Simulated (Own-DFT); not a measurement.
# Response to strain: wurtzite AlGaN with randomly placed atoms, 72 atoms (Al27Ga9N36)

Calculated results; nothing here was measured. The program, named Own-DFT, is a retired in-house plane-wave density functional code that no person has reviewed. Each row is one single-point run on a periodic cell that was not relaxed, without spin or spin-orbit coupling.

Settings of every run: PBE; PseudoDojo norm-conserving scalar-relativistic files (stringent for Ga); cutoff 96 hartree; 4 x 4 x 3 k mesh centred on Gamma; Gaussian smearing of 0.01 eV.

Known limits: forces on such cells passed a denser k mesh, each cell not checked; stress not checked against mesh or cutoff.

Unstrained cell vectors in Å: (9.394, 0.000, 0.000); (-4.697, 8.135, 0.000); (0.000, 0.000, 10.065). The unstrained cell has measured lattice constants (interpolated for alloys), not those of this functional. That, the random moves and any unrelaxed bonds set the pressure at no strain. Each run strains this cell uniformly, with the atoms carried along. Every atom was also moved at random, by a Gaussian of width 0.05 Å on each axis. The random placing of the alloy's atoms differs from row to row. Strain is the symmetric tensor, in per cent. Stress is positive in tension, and the pressure is minus a third of its trace.

```
run  e_xx (%)  e_yy (%)  e_zz (%)  s_xx (GPa)  s_yy (GPa)  s_zz (GPa)  P (GPa)  E (meV/atom)
  1      0.00      0.00      2.75       -5.97       -5.08        6.62     1.48          15.0
  2      0.00      0.00      1.25       -5.71       -5.68       -0.75     4.05          18.0
  3      0.00      0.00     -1.50       -6.79       -6.88      -15.65     9.77          30.7
  4      0.00      0.00     -0.50       -5.70       -6.35      -10.12     7.39          23.8
  5      0.00      0.00     -1.75       -8.32       -5.77      -16.06    10.05          21.2
  6      0.00      0.00      0.75       -6.08       -5.24       -3.16     4.83          10.0
  7      0.00      0.00      3.00       -1.70       -5.07        6.20     0.19           0.0
  8      0.00      0.00     -2.00       -7.25       -7.97      -17.22    10.82          40.9
  9      0.00      0.00      2.00           ?           ?           ?        ?             ?
```

E is the free energy for each atom above the lowest run shown.

## Worked fit

The change of volume is close to e_xx + e_yy + e_zz. A straight line through the runs shown gives P = 6.58 - 203 x (fractional change of volume) GPa, with an error of 5 on the slope and a scatter of 0.28 GPa. The strain isn't the same on all axes and the cell isn't cubic, so the slope belongs to this path and is not the bulk modulus.

## Withheld run

Question: what pressure should run 9 give? Its volume changes by 2.00 %.

The line gives 2.5 GPa. The calculation gave 2.56 GPa.
